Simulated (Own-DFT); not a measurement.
AlN (wurtzite, strained, atoms displaced) (calculated)

All values are calculated (Own-DFT development build). A calculation, not a measurement: plane-wave PBE density functional theory by an unreviewed code, no spin, of a simulated periodic cell, stress positive in tension, free energy of the whole cell less one offset for each atom, forces on such cells moved up to 12 meV/angstrom on a denser k mesh; offsets are fitted by least squares, one for each functional and potential file, so energies compare only between cells with the same atoms and settings and are not formation energies; the far tail of each file's local potential was reset to the Coulomb form; each entry is a single point on an unrelaxed cell, so the pressure reflects the starting lattice, mostly measured values (interpolated for alloys), from which strain is counted, and rises with the displacements; printed positions are rounded, which can move forces by about a meV/angstrom; the program, named Own-DFT, is a retired in-house code; no spin-orbit coupling; before rounding, a Quantum ESPRESSO 7.3.1 run of the same cell and cutoff gave forces within 1 meV/angstrom rms on each cell, which checks the program and not the settings.

### AlN (wurtzite, strained, atoms displaced)

```
AlN
1.0
      9.2456     0.0677     0.1375
     -4.5641     7.9374     0.0251
      0.1467     0.1156     9.8378
Al N Al N Al N Al N Al N Al N Al N Al N Al N Al N Al N Al N Al N Al N Al N Al N Al N Al N
2 2 2 2 2 2 2 2 2 2 2 2 2 2 2 2 2 2 2 2 2 2 2 2 2 2 2 2 2 2 2 2 2 2 2 2
Direct
  0.10916 0.22463 0.00231
  0.21689 0.12128 0.25026
  0.11286 0.21763 0.19058
  0.21474 0.10671 0.44413
  0.11639 0.23976 0.50836
  0.22736 0.12226 0.75385
  0.10295 0.22563 0.69159
  0.22961 0.11575 0.94101
  0.10274 0.54967 0.00528
  0.21818 0.45162 0.25353
  0.11272 0.55287 0.19333
  0.22311 0.44671 0.43775
  0.11536 0.55584 0.50078
  0.22431 0.43798 0.73924
  0.11478 0.56496 0.69150
  0.21138 0.44276 0.94062
  0.11160 0.89557 0.99784
  0.23446 0.78025 0.24991
  0.10608 0.88764 0.18738
  0.22106 0.77333 0.44797
  0.11311 0.89239 0.49243
  0.19996 0.77459 0.74404
  0.11852 0.89222 0.69027
  0.21497 0.78658 0.94582
  0.45178 0.23255 0.99834
  0.55738 0.11358 0.25569
  0.44576 0.22919 0.18436
  0.55410 0.10236 0.43530
  0.45046 0.23190 0.49853
  0.54835 0.11399 0.74682
  0.43234 0.21088 0.68771
  0.55192 0.11521 0.93907
  0.44271 0.54904 0.00237
  0.54705 0.43570 0.25233
  0.43826 0.54988 0.18766
  0.55325 0.44603 0.43701
  0.44596 0.55898 0.50068
  0.56183 0.45038 0.76024
  0.44278 0.54714 0.68889
  0.55324 0.44800 0.94459
  0.45400 0.89933 0.99688
  0.56493 0.78394 0.24143
  0.44953 0.88608 0.18758
  0.55429 0.77054 0.44705
  0.46221 0.89168 0.49720
  0.54933 0.77225 0.74639
  0.43326 0.88652 0.69315
  0.55632 0.77050 0.94037
  0.77467 0.22299 0.00017
  0.89780 0.11411 0.25558
  0.77830 0.21890 0.18030
  0.88636 0.11493 0.45316
  0.78351 0.23603 0.50011
  0.89697 0.11069 0.74611
  0.77642 0.21634 0.69950
  0.89084 0.10494 0.93718
  0.77876 0.54040 0.99490
  0.88882 0.44355 0.24549
  0.77586 0.56424 0.18984
  0.89370 0.44395 0.43742
  0.76533 0.54112 0.49377
  0.88831 0.44691 0.75426
  0.77561 0.55844 0.69349
  0.88930 0.44147 0.93303
  0.77960 0.88402 0.00143
  0.89596 0.77961 0.24253
  0.76746 0.88000 0.18052
  0.88356 0.77170 0.44106
  0.76875 0.88532 0.50105
  0.87883 0.77127 0.75180
  0.78311 0.88673 0.69656
  0.88388 0.77052 0.94332
```

| Quantity | Value |
| --- | --- |
| functional | PBE |
| potential files | PseudoDojo norm-conserving, scalar-relativistic, standard set |
| wave cutoff | 42 hartree |
| occupations | Fermi-Dirac |
| smearing width | 0.1 eV |
| k mesh | 3 x 3 x 2 centred on Gamma |
| stress yy | — |
| pressure | — |

To be estimated
1. Estimate the stress yy of AlN (wurtzite, strained, atoms displaced).
2. What pressure does the calculation give for AlN (wurtzite, strained, atoms displaced)?

Calculated values
1. -16.09 GPa
2. 14.6 GPa

Further results for AlN (wurtzite, strained, atoms displaced):

| Item | Value |
| --- | --- |
| free energy of cell above offsets | -26.761 eV |
| stress xx | -13.74 GPa |
| stress zz | -13.98 GPa |
| stress yz | 4.72 GPa |
| stress xz | 4.22 GPa |
| stress xy | 3.64 GPa |

Force:
| element | x (eV/Å) | y (eV/Å) | z (eV/Å) |
| --- | --- | --- | --- |
| Al | 0.086 | -0.811 | -0.874 |
| Al | 3.42 | -2.528 | 0.759 |
| N | -2.701 | 2.355 | -0.142 |
| N | 0.382 | 3.218 | -0.858 |
| Al | 0.259 | -3.52 | -1.444 |
| Al | -1.375 | -2.554 | -0.373 |
| N | 2.958 | 0.369 | -0.397 |
| N | -0.835 | 1.211 | 0.233 |
| Al | 0.439 | 2.137 | -1.313 |
| Al | 2.218 | -1.51 | -1.073 |
| N | -1.66 | 0.822 | -0.288 |
| N | 0.783 | 0.907 | 0.902 |
| Al | -1.36 | 0.492 | 0.534 |
| Al | -2.043 | 2.104 | 2.717 |
| N | 0.136 | -3.031 | -0.649 |
| N | 1.827 | 0.254 | -0.662 |
| Al | -1.003 | -0.459 | 0.201 |
| Al | -2.115 | -0.11 | 0.176 |
| N | 2.127 | 1.615 | 0.871 |
| N | 1.25 | 1.346 | -1.936 |
| Al | -0.647 | -1.877 | 1.616 |
| Al | 4.34 | 0.512 | 2.519 |
| N | -4.677 | 1.9 | -1.04 |
| N | 2.587 | -1.914 | -0.741 |
| Al | -1.051 | -2.002 | 0.195 |
| Al | -0.305 | -0.408 | -2.848 |
| N | 0.401 | -1.711 | 1.592 |
| N | 0.045 | 2.986 | 1.544 |
| Al | -0.975 | -3.003 | 0.158 |
| Al | 1.364 | -1.568 | 0.468 |
| N | 1.323 | 3.432 | -0.381 |
| N | 1.103 | 0.984 | -0.126 |
| Al | -2.435 | 1.099 | -0.257 |
| Al | 0.166 | 2.245 | -1.441 |
| N | 0.091 | 0.578 | 1.606 |
| N | 0.025 | -0.321 | 0.449 |
| Al | -0.227 | -1.551 | -0.074 |
| Al | -0.814 | -1.332 | -1.602 |
| N | 0.384 | 0.505 | -0.029 |
| N | 1.942 | -0.153 | -0.713 |
| Al | -1.04 | -2.382 | -0.645 |
| Al | -1.64 | -2.677 | 1.179 |
| N | -0.349 | 1.48 | 0.526 |
| N | 0.767 | 1.119 | -2.13 |
| Al | -3.673 | -1.105 | 1.956 |
| Al | -0.225 | 1.022 | 0.969 |
| N | 1.416 | 0.07 | -0.481 |
| N | -0.607 | 0.755 | -0.226 |
| Al | 0.928 | -1.609 | -2.323 |
| Al | -1.473 | -1.203 | -0.406 |
| N | 0.162 | 0.622 | 2.756 |
| N | 0.829 | -0.02 | -1.594 |
| Al | -0.255 | -2.841 | 1.484 |
| Al | -2.759 | -1.619 | 1.38 |
| N | -0.905 | 1.347 | -1.447 |
| N | -0.406 | 0.847 | 0.726 |
| Al | -2.289 | 2.7 | 1.474 |
| Al | -0.803 | 0.284 | 0.096 |
| N | 1.019 | -2.728 | -0.261 |
| N | -0.519 | 1.087 | -0.266 |
| Al | 1.078 | 2.624 | 0.777 |
| Al | 0.721 | -0.662 | -2.418 |
| N | 0.575 | -1.678 | -1.023 |
| N | 0.688 | -0.407 | 2.147 |
| Al | -0.964 | -0.027 | -2.207 |
| Al | -1.976 | -0.372 | 1.363 |
| N | 2.886 | 2.592 | 2.679 |
| N | 0.031 | 0.364 | -0.519 |
| Al | 2.247 | 0.253 | 0.806 |
| Al | 2.225 | 1.504 | 0.305 |
| N | -2.211 | 0.142 | -1.494 |
| N | 1.091 | -0.191 | -0.461 |
